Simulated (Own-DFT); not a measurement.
Simulation results for Hf₃₆O₇₁ (tetragonal hafnia with one neutral oxygen vacancy, atoms displaced)

Computed with Own-DFT development build. A calculation, not a measurement: plane-wave PBE and HSE06 DFT by an unreviewed code, no spin, of a simulated cell at Gamma alone, so results move with cell size and shape, stress positive in tension, energies less offsets, not probed for a lower state with spin; hafnium file: forces about 75 meV/angstrom off all-electron values; oxygen file: force components 24 meV/angstrom off all-electron in a glass; k mesh not checked against a denser one; forces and stress are PBE's, HSE06 gives the energy alone, and its difference from PBE has offsets of its own; offsets are fitted by least squares, one for each functional and potential file, so energies compare only between cells with the same atoms and settings and are not formation energies; the far tail of each file's local potential was reset to the Coulomb form; each entry is a single point on an unrelaxed cell, so the pressure reflects the starting lattice, taken from the Materials Project, from which strain is counted, and rises with the displacements; printed positions are rounded, which can move forces by about a meV/angstrom; the program is a retired in-house code; no spin-orbit coupling.

Entry: Hf₃₆O₇₁ (tetragonal hafnia with one neutral oxygen vacancy, atoms displaced)

```cif
# cell vector a (Å): 10.7800 0.0000 0.0000
# cell vector b (Å): 0.0000 10.7800 0.0000
# cell vector c (Å): 0.0000 0.0000 10.4493
data_Hf36O71
_symmetry_space_group_name_H-M 'P 1'
_symmetry_Int_Tables_number 1
_cell_length_a 10.7800
_cell_length_b 10.7800
_cell_length_c 10.4493
_cell_angle_alpha 90.000
_cell_angle_beta 90.000
_cell_angle_gamma 90.000
_cell_volume 1214.30
loop_
_atom_site_label
_atom_site_type_symbol
_atom_site_fract_x
_atom_site_fract_y
_atom_site_fract_z
_atom_site_occupancy
Hf1 Hf 0.99708 0.00728 0.00091 1
Hf2 Hf 0.16633 0.16473 0.24440 1
O1 O 0.00061 0.16789 0.14700 1
O2 O 0.16408 0.99788 0.34917 1
O3 O 0.00339 0.16956 0.40161 1
O4 O 0.16652 0.00094 0.10111 1
Hf3 Hf 0.99757 0.99937 0.50473 1
Hf4 Hf 0.16686 0.16978 0.75436 1
O5 O 0.00114 0.16613 0.65001 1
O6 O 0.16758 0.00142 0.84983 1
O7 O 0.00214 0.16847 0.90063 1
O8 O 0.16613 0.00000 0.59679 1
Hf5 Hf 0.00086 0.33283 0.00378 1
Hf6 Hf 0.16643 0.50113 0.24805 1
O9 O 0.99882 0.50338 0.15340 1
O10 O 0.16712 0.33242 0.35261 1
O11 O 0.99953 0.50352 0.40448 1
O12 O 0.16800 0.33283 0.09344 1
Hf7 Hf 0.99906 0.33187 0.49908 1
Hf8 Hf 0.16517 0.49990 0.74706 1
O13 O 0.99539 0.49947 0.65264 1
O14 O 0.16825 0.33222 0.85117 1
O15 O 0.99804 0.49684 0.90491 1
O16 O 0.15923 0.33499 0.59420 1
Hf9 Hf 0.00127 0.66810 0.00139 1
Hf10 Hf 0.16471 0.82814 0.25219 1
O17 O 0.00114 0.83390 0.15379 1
O18 O 0.16555 0.66105 0.35085 1
O19 O 0.99841 0.83577 0.39923 1
O20 O 0.16459 0.66352 0.09623 1
Hf11 Hf 0.99885 0.66159 0.49754 1
Hf12 Hf 0.17129 0.83700 0.74839 1
O21 O 0.00400 0.83057 0.65273 1
O22 O 0.16364 0.66132 0.84827 1
O23 O 0.00147 0.83370 0.90489 1
O24 O 0.16343 0.66837 0.60121 1
Hf13 Hf 0.33068 0.99614 0.99726 1
Hf14 Hf 0.49927 0.16887 0.24822 1
O25 O 0.33464 0.16950 0.15082 1
O26 O 0.49962 0.00187 0.34807 1
O27 O 0.33252 0.16815 0.40394 1
O28 O 0.49743 0.99885 0.09575 1
Hf15 Hf 0.33548 0.99598 0.50443 1
Hf16 Hf 0.50263 0.16646 0.75334 1
O29 O 0.33768 0.16795 0.65148 1
O30 O 0.49984 0.00121 0.84741 1
O31 O 0.33378 0.16712 0.90824 1
O32 O 0.50388 0.00186 0.60287 1
Hf17 Hf 0.33663 0.33624 0.00012 1
Hf18 Hf 0.49951 0.50482 0.25096 1
O33 O 0.33479 0.50024 0.14972 1
O34 O 0.50109 0.33005 0.34604 1
O35 O 0.33115 0.49886 0.40047 1
O36 O 0.49793 0.33679 0.10060 1
Hf19 Hf 0.33847 0.33244 0.49805 1
Hf20 Hf 0.49894 0.49948 0.75077 1
O37 O 0.33196 0.49720 0.64950 1
O38 O 0.50004 0.33315 0.84981 1
O39 O 0.33682 0.50139 0.90049 1
O40 O 0.49968 0.33192 0.60213 1
Hf21 Hf 0.33767 0.66609 0.99717 1
Hf22 Hf 0.49884 0.83356 0.24945 1
O41 O 0.33554 0.83299 0.15419 1
O42 O 0.50075 0.66082 0.34948 1
O43 O 0.33597 0.83155 0.40474 1
O44 O 0.50128 0.66765 0.09920 1
Hf23 Hf 0.33755 0.66724 0.49954 1
Hf24 Hf 0.49840 0.83154 0.74898 1
O45 O 0.33743 0.83210 0.65210 1
O46 O 0.49677 0.66630 0.84571 1
O47 O 0.32991 0.83478 0.90287 1
O48 O 0.49962 0.66758 0.59496 1
Hf25 Hf 0.66952 0.00137 0.00423 1
Hf26 Hf 0.83447 0.16851 0.24928 1
O49 O 0.67078 0.16917 0.16011 1
O50 O 0.83160 0.00059 0.34525 1
O51 O 0.66402 0.17052 0.40198 1
O52 O 0.83251 0.00246 0.09881 1
Hf27 Hf 0.66967 0.99904 0.50415 1
Hf28 Hf 0.83871 0.16396 0.74905 1
O53 O 0.66829 0.16493 0.65159 1
O54 O 0.83560 0.99647 0.84507 1
O55 O 0.66423 0.16372 0.89828 1
O56 O 0.83109 0.00216 0.59524 1
Hf29 Hf 0.66337 0.33699 0.00064 1
Hf30 Hf 0.83504 0.50332 0.24991 1
O57 O 0.66651 0.50455 0.15518 1
O58 O 0.83068 0.32487 0.34729 1
O59 O 0.66981 0.49819 0.40225 1
O60 O 0.82891 0.33280 0.10061 1
Hf31 Hf 0.67241 0.32970 0.49414 1
Hf32 Hf 0.83293 0.50028 0.74624 1
O61 O 0.66327 0.50612 0.65154 1
O62 O 0.83259 0.33202 0.84437 1
O63 O 0.66470 0.49608 0.89976 1
O64 O 0.83301 0.33094 0.59758 1
Hf33 Hf 0.66186 0.66551 0.99827 1
Hf34 Hf 0.83224 0.83043 0.25411 1
O65 O 0.66388 0.83302 0.15250 1
O66 O 0.83482 0.67230 0.35027 1
O67 O 0.66557 0.83259 0.40188 1
O68 O 0.83232 0.66111 0.10301 1
Hf35 Hf 0.66663 0.66661 0.50458 1
Hf36 Hf 0.83545 0.83378 0.74986 1
O69 O 0.66864 0.83633 0.65830 1
O70 O 0.66626 0.84156 0.90880 1
O71 O 0.83442 0.66940 0.59492 1
```

```
first functional                 : PBE
second functional                : HSE06
exact exchange share             : 0.25
screening                        : 0.11 1/bohr
exchange divergence              : Gygi-Baldereschi
potential files                  : PseudoDojo norm-conserving, scalar-relativistic, made for PBE, standard set
wave cutoff                      : 48 hartree
occupations                      : fixed
k mesh                           : 1 x 1 x 1 centred on Gamma
PBE energy of cell above offsets : -100.737 eV
HSE06 less PBE above offsets     : -0.155 eV
PBE pressure                     : 0.87 GPa
PBE stress xx                    : -0.88 GPa
PBE stress yy                    : -0.31 GPa
PBE stress zz                    : -1.43 GPa
PBE stress yz                    : -0.67 GPa
PBE stress xz                    : -0.49 GPa
PBE stress xy                    : 0 GPa
```

Force:
| element | x (eV/Å) | y (eV/Å) | z (eV/Å) |
| --- | --- | --- | --- |
| Hf | 0.456 | -1.258 | 0.232 |
| Hf | 0.642 | -0.079 | 1.396 |
| O | -0.159 | 0.046 | 0.024 |
| O | 0.357 | -0.049 | -0.423 |
| O | -0.289 | -0.989 | -0.034 |
| O | -0.171 | 0.057 | -0.474 |
| Hf | 0.913 | 0.24 | -1.471 |
| Hf | 0.781 | 0.016 | -0.835 |
| O | 0.124 | -0.298 | 0.335 |
| O | -0.003 | 0.028 | -0.291 |
| O | -0.184 | -0.006 | -0.213 |
| O | 0.413 | -0.382 | 0.54 |
| Hf | -0.58 | 0.362 | -0.454 |
| Hf | 0.562 | -0.997 | 0.459 |
| O | 0.281 | -0.572 | 0.175 |
| O | -0.269 | 0.456 | -1.5 |
| O | -0.554 | -1.353 | -0.771 |
| O | -0.235 | 0.238 | 0.677 |
| Hf | 0.342 | -0.164 | -0.32 |
| Hf | -0.155 | -0.099 | -0.045 |
| O | 0.43 | 0.283 | -0.061 |
| O | -0.006 | 0.584 | -0.565 |
| O | -0.412 | 0.609 | -0.109 |
| O | 1.311 | -0.034 | 0.83 |
| Hf | -0.343 | -0.133 | -0.386 |
| Hf | -0.196 | 0.996 | 0.062 |
| O | -0.383 | -0.31 | -0.036 |
| O | 0.058 | 0.875 | -0.305 |
| O | 0.124 | -0.599 | 0.642 |
| O | 1.086 | 0.21 | 0.304 |
| Hf | 0.569 | 1.635 | 0.655 |
| Hf | -1.126 | -0.958 | 0.351 |
| O | -0.717 | 0.74 | 0.224 |
| O | 0.362 | 0.922 | -0.135 |
| O | -0.366 | 0.052 | -0.072 |
| O | 0.915 | -0.202 | -0.519 |
| Hf | 0.435 | 1.31 | 0.855 |
| Hf | -0.054 | -0.652 | 0.46 |
| O | -0.323 | 0.031 | 0.322 |
| O | -0.128 | -0.45 | -0.083 |
| O | 0.071 | -0.91 | -0.029 |
| O | 0.419 | 0.089 | 0.136 |
| Hf | 0.175 | 1.58 | -0.782 |
| Hf | 0.279 | -0.039 | -0.6 |
| O | -1.135 | -0.16 | 0.647 |
| O | -0.557 | -0.939 | -0.107 |
| O | -0.116 | -0.072 | -0.56 |
| O | -0.519 | -0.549 | -0.543 |
| Hf | -0.323 | -0.59 | -0.05 |
| Hf | -0.016 | -1.628 | -0.005 |
| O | -0.324 | 0.284 | 0.066 |
| O | -0.268 | 1.277 | 0.297 |
| O | 0.405 | 0.414 | 0.013 |
| O | 0.849 | -0.143 | -0.329 |
| Hf | -0.716 | -0.271 | 0.313 |
| Hf | -0.19 | -1.122 | -0.663 |
| O | 0.165 | 0.33 | 0.364 |
| O | -0.078 | 0.331 | 0.242 |
| O | 0.031 | 0.018 | -0.052 |
| O | 0.784 | 0.391 | -0.537 |
| Hf | -1.09 | -0.223 | 0.458 |
| Hf | 0.497 | 0.734 | 0.43 |
| O | -0.782 | -0.3 | -0.169 |
| O | -0.144 | 1.369 | 0.187 |
| O | -0.052 | -0.109 | -0.137 |
| O | -0.594 | -0.167 | -0.254 |
| Hf | -1.264 | -1.016 | -0.038 |
| Hf | 1.106 | 1.434 | 0.527 |
| O | -0.586 | 0.168 | -0.188 |
| O | 0.248 | 0.392 | 0.599 |
| O | 0.087 | -0.977 | -0.586 |
| O | 0.078 | 0.283 | 0.647 |
| Hf | -1.092 | 0.483 | -0.084 |
| Hf | 0.108 | -0.903 | 0.173 |
| O | -1.165 | -0.195 | -1.085 |
| O | -0.025 | -0.005 | 0.43 |
| O | 0.121 | -1.516 | 0.242 |
| O | 0.545 | -0.048 | -0.259 |
| Hf | -1.173 | 0.831 | -1.113 |
| Hf | -1.28 | 0.77 | 0.007 |
| O | 0.314 | 0.012 | 0.184 |
| O | 0.378 | 0.786 | 0.305 |
| O | 0.239 | 0.636 | 1.01 |
| O | 0.89 | -0.231 | 0.631 |
| Hf | 0.338 | -1.237 | -0.075 |
| Hf | -0.712 | -0.283 | 0.176 |
| O | -0.114 | -0.192 | -0.443 |
| O | 0.329 | 2.125 | 0.325 |
| O | 0.257 | 0.579 | 0.088 |
| O | 0.705 | 0.36 | -0.438 |
| Hf | -1.013 | 0.107 | 0.918 |
| Hf | -0.407 | -0.108 | 0.808 |
| O | 0.586 | 0.109 | 0.216 |
| O | 0.01 | 0.033 | 0.084 |
| O | 0.16 | 1.161 | 0.256 |
| O | 0.019 | 0.228 | -0.07 |
| Hf | 1.405 | 0.549 | 0.31 |
| Hf | 0.114 | 1.078 | -0.663 |
| O | 0.49 | -0.085 | 0.292 |
| O | -0.068 | -1.432 | 0.123 |
| O | -0.075 | -0.104 | 0.597 |
| O | -0.225 | 0.397 | -1.141 |
| Hf | 0.255 | -0.459 | -0.777 |
| Hf | 0.5 | -1.018 | 0.476 |
| O | -0.297 | -0.379 | -0.428 |
| O | 0.17 | -1.968 | -0.514 |
| O | -0.239 | -0.057 | 0.699 |
